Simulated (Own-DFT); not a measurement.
# What a defect does to the pressure of its cell: C11b WSi2

The numbers are computed, not measured, by runs of the plane-wave DFT program Own-DFT (in-house, retired, unreviewed) at fixed positions, with no spin and no spin-orbit coupling.

Method: PBEsol; PseudoDojo norm-conserving scalar-relativistic files, made for PBE; cutoff 50 hartree; 5 x 5 x 5 k mesh centred on Gamma; cold (Marzari-Vanderbilt) smearing of 0.2 eV.

Keep in mind: forces on such cells failed a check on a denser k mesh; stress not checked against mesh or cutoff.

All runs share one cell, with vectors in Å (-2.148, -5.953, 3.409); (-6.444, 2.976, 1.136); (-2.553, -2.948, -6.757) and a volume of 403.2 Å³. Atoms were moved at random from their sites; u is the rms move along one axis. The defect's site can differ from row to row.

```
cell,formula,u (Å),P (GPa)
no defect,Si20W10,0.0188,0.34
no defect,Si20W10,0.0201,0.47
no defect,Si20W10,0.0413,1.09
one Si on a W site,Si21W9,0.0259,2.39
one Si on a W site,Si21W9,0.0514,3.80
one Si on a W site,Si21W9,0.0577,3.96
one Si vacancy,Si19W10,0.0284,-0.99
one Si vacancy,Si19W10,0.0455,0.12
one Si vacancy,Si19W10,0.0458,0.16
one W on a Si site,Si19W11,0.0307,5.61
one W on a Si site,Si19W11,0.0487,6.58
one W on a Si site,Si19W11,0.0553,8.23
one W vacancy,Si20W9,0.0285,-0.21
one W vacancy,Si20W9,0.0295,-0.08
one W vacancy,Si20W9,0.0479,?
one W vacancy,Si20W9,0.0507,0.82
```

## Fit

P = P0 + c u² + a shift for each defect gives P0 = 0.02 GPa, c = 742 ± 106 GPa/Å² and a scatter of 0.34 GPa. The shifts, and each times the cell's volume:

- one W on a Si site: 5.21 ± 0.31 GPa, 13.1 eV
- one Si on a W site: 1.71 ± 0.32 GPa, 4.3 eV
- one W vacancy: -0.90 ± 0.29 GPa, -2.3 eV
- one Si vacancy: -1.49 ± 0.29 GPa, -3.7 eV

Against the defect-free cell, a freed cell would be larger where the shift is positive and smaller where it is negative (160.2 GPa Å³ is 1 eV). The atoms around the defects weren't relaxed, which would change these numbers.

## Check

Question: what pressure belongs in the blank (one W vacancy, u = 0.0479 Å)?

The fitted form gives 0.83 ± 0.41 GPa. Computed: 0.65 GPa.
